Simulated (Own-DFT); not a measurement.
# Point defects and the pressure they add: D0_22 TiAl3

Calculated, not measured: single-point runs of Own-DFT, a retired in-house plane-wave DFT program that no person has reviewed, on unrelaxed cells, without spin or spin-orbit coupling.

Settings: PBE; PseudoDojo norm-conserving scalar-relativistic files; cutoff 42 hartree; 4 x 4 x 4 k mesh centred on Gamma; cold (Marzari-Vanderbilt) smearing of 0.2 eV.

Caveats: forces on such cells failed a check on a denser k mesh; stress not checked against mesh or cutoff.

All runs share one cell, with vectors in Å (-2.365, -6.981, 4.326); (-7.667, 3.491, 1.442); (-2.950, -3.488, -7.241) and a volume of 625.4 Å³. Atoms were moved at random from their sites; u is the rms move along one axis. The defect's site can differ from row to row.

```
                     cell   formula   u (Å)  P (GPa)
                no defect  Al30Ti10  0.0197     1.97
                no defect  Al30Ti10  0.0480     2.55
                no defect  Al30Ti10  0.0544     2.80
 two Al on a Ti site each   Al32Ti8  0.0304     2.94
 two Al on a Ti site each   Al32Ti8  0.0450     3.26
 two Al on a Ti site each   Al32Ti8  0.0500     3.33
         two Al vacancies  Al28Ti10  0.0288     1.13
         two Al vacancies  Al28Ti10  0.0323     1.21
         two Al vacancies  Al28Ti10  0.0473        ?
         two Al vacancies  Al28Ti10  0.0493     1.74
two Ti on an Al site each  Al28Ti12  0.0282     3.36
two Ti on an Al site each  Al28Ti12  0.0320     3.39
two Ti on an Al site each  Al28Ti12  0.0517     3.67
```

## Worked fit

P = P0 + c u² + a shift for each defect gives P0 = 1.91 GPa, c = 280 ± 29 GPa/Å² and a scatter of 0.08 GPa. The shifts, and each times the cell's volume:

- two Ti on an Al site each: 1.14 ± 0.07 GPa, 4.5 eV (2.2 eV for each of its 2 sites)
- two Al on a Ti site each: 0.76 ± 0.07 GPa, 2.9 eV (1.5 eV for each of its 2 sites)
- two Al vacancies: -0.95 ± 0.07 GPa, -3.7 eV (-1.9 eV for each of its 2 sites)

Against the defect-free cell, a freed cell would be larger where the shift is positive and smaller where it is negative (160.2 GPa Å³ is 1 eV). The atoms around the defects weren't relaxed, which would change these numbers.

## Withheld run

The question: what pressure belongs in the blank (two Al vacancies, u = 0.0473 Å)?

The fitted form gives 1.58 ± 0.10 GPa. The run itself gave 1.52 GPa.
